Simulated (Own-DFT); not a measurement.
# What a defect does to the pressure of its cell: C40 NbSi2

Calculated, not measured: single-point runs of Own-DFT, a retired in-house plane-wave DFT program that no person has reviewed, on unrelaxed cells, without spin or spin-orbit coupling.

Method: PBE; PseudoDojo norm-conserving scalar-relativistic files; cutoff 42 hartree; 4 x 4 x 5 k mesh centred on Gamma; cold (Marzari-Vanderbilt) smearing of 0.2 eV.

Limits: forces on such cells failed a check on a denser k mesh; stress not checked against mesh or cutoff.

All runs share one cell, with vectors in Å (0.000, 8.324, 0.000); (-9.613, 0.000, 0.000); (0.000, 0.000, 6.586) and a volume of 527.0 Å³. u is the rms random offset of the atoms per axis. The defect's site can differ from row to row.

```
cell,formula,u (Å),P (GPa)
no defect,Nb12Si24,0.0220,1.54
no defect,Nb12Si24,0.0228,1.55
no defect,Nb12Si24,0.0506,2.75
one Si vacancy,Nb12Si23,0.0252,0.84
one Si vacancy,Nb12Si23,0.0306,1.08
one Si vacancy,Nb12Si23,0.0482,1.55
one Si vacancy,Nb12Si23,0.0519,?
two Nb on a Si site each,Nb14Si22,0.0286,7.57
two Nb on a Si site each,Nb14Si22,0.0334,7.65
two Nb on a Si site each,Nb14Si22,0.0525,8.27
two Si on a Nb site each,Nb10Si26,0.0295,1.71
two Si on a Nb site each,Nb10Si26,0.0315,1.68
two Si on a Nb site each,Nb10Si26,0.0456,2.49
```

## Fit

P = P0 + c u² + a shift for each defect gives P0 = 1.36 GPa, c = 492 ± 48 GPa/Å² and a scatter of 0.13 GPa. The shifts, and each times the cell's volume:

- two Nb on a Si site each: 5.70 ± 0.11 GPa, 18.7 eV (9.4 eV for each of its 2 sites)
- two Si on a Nb site each: -0.05 ± 0.11 GPa, -0.2 eV (-0.1 eV for each of its 2 sites) (not resolved)
- one Si vacancy: -0.85 ± 0.11 GPa, -2.8 eV

Against the defect-free cell, a freed cell would be larger where the shift is positive and smaller where it is negative (160.2 GPa Å³ is 1 eV). The atoms around the defects weren't relaxed, which would change these numbers.

## Withheld run

The question: what pressure belongs in the blank (one Si vacancy, u = 0.0519 Å)?

From the fit: 1.84 ± 0.17 GPa. The calculation gave 1.86 GPa.
